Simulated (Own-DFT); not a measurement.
# One host, several defects: zincblende GaAs

No measurement is shown. These are fixed-geometry runs of a retired plane-wave code named Own-DFT, which no person has reviewed; spin and spin-orbit coupling are neglected.

Common settings: PBE; PseudoDojo norm-conserving scalar-relativistic files; cutoff 42 hartree; 3 x 3 x 3 k mesh centred on Gamma; Fermi-Dirac smearing of 0.1 eV.

Known weak points (not all hold for every row): not probed for a lower state with spin; forces not confirmed at this smearing and k mesh; stress not checked against mesh or cutoff.

All runs share one cell, with vectors in Å (11.737, 0.000, 0.000); (0.000, 11.737, 0.000); (0.000, 0.000, 10.833) and a volume of 1492.4 Å³, strained against the parent crystal. u is the rms random offset of the atoms per axis. The defect's site can differ from row to row.

```
cell,formula,u (Å),P (GPa)
no defect,As32Ga32,0.0282,1.27
no defect,As32Ga32,0.0295,1.27
no defect,As32Ga32,0.0470,1.56
one As vacancy and one Ga vacancy,As31Ga31,0.0299,1.01
one As vacancy and one Ga vacancy,As31Ga31,0.0457,1.20
one As vacancy and one Ga vacancy,As31Ga31,0.0458,1.06
one In on a Ga site,As32Ga31In,0.0504,2.14
one In on a Ga site,As32Ga31In,0.0518,2.20
one In on a Ga site,As32Ga31In,0.0531,2.33
one Al on a Ga site,AlAs32Ga31,0.0306,1.28
one Al on a Ga site,AlAs32Ga31,0.0334,1.31
one Al on a Ga site,AlAs32Ga31,0.0475,1.48
one P on an As site,As31Ga32P,0.0280,?
one P on an As site,As31Ga32P,0.0286,0.97
one P on an As site,As31Ga32P,0.0308,1.03
one P on an As site,As31Ga32P,0.0345,1.09
```

## Worked fit

P = P0 + c u² + a shift for each defect gives P0 = 1.15 GPa, c = 168 ± 32 GPa/Å² and a scatter of 0.06 GPa. The shifts, and each times the cell's volume:

- one In on a Ga site: 0.63 ± 0.07 GPa, 5.8 eV
- one Al on a Ga site: -0.03 ± 0.05 GPa, -0.3 eV (not resolved)
- one P on an As site: -0.29 ± 0.05 GPa, -2.7 eV
- one As vacancy and one Ga vacancy: -0.34 ± 0.05 GPa, -3.2 eV

A positive shift means that the defect pushes the cell outwards. Shift times volume (160.2 GPa Å³ is 1 eV) depends little on the cell's size, so, taken for each site, it can be compared between cells at like pressure. The atoms around the defects weren't relaxed, which would change these numbers.

## Test on the hidden row

Asked: what pressure belongs in the blank (one P on an As site, u = 0.0280 Å)?

Estimate: 0.99 ± 0.07 GPa. Computed: 0.98 GPa.
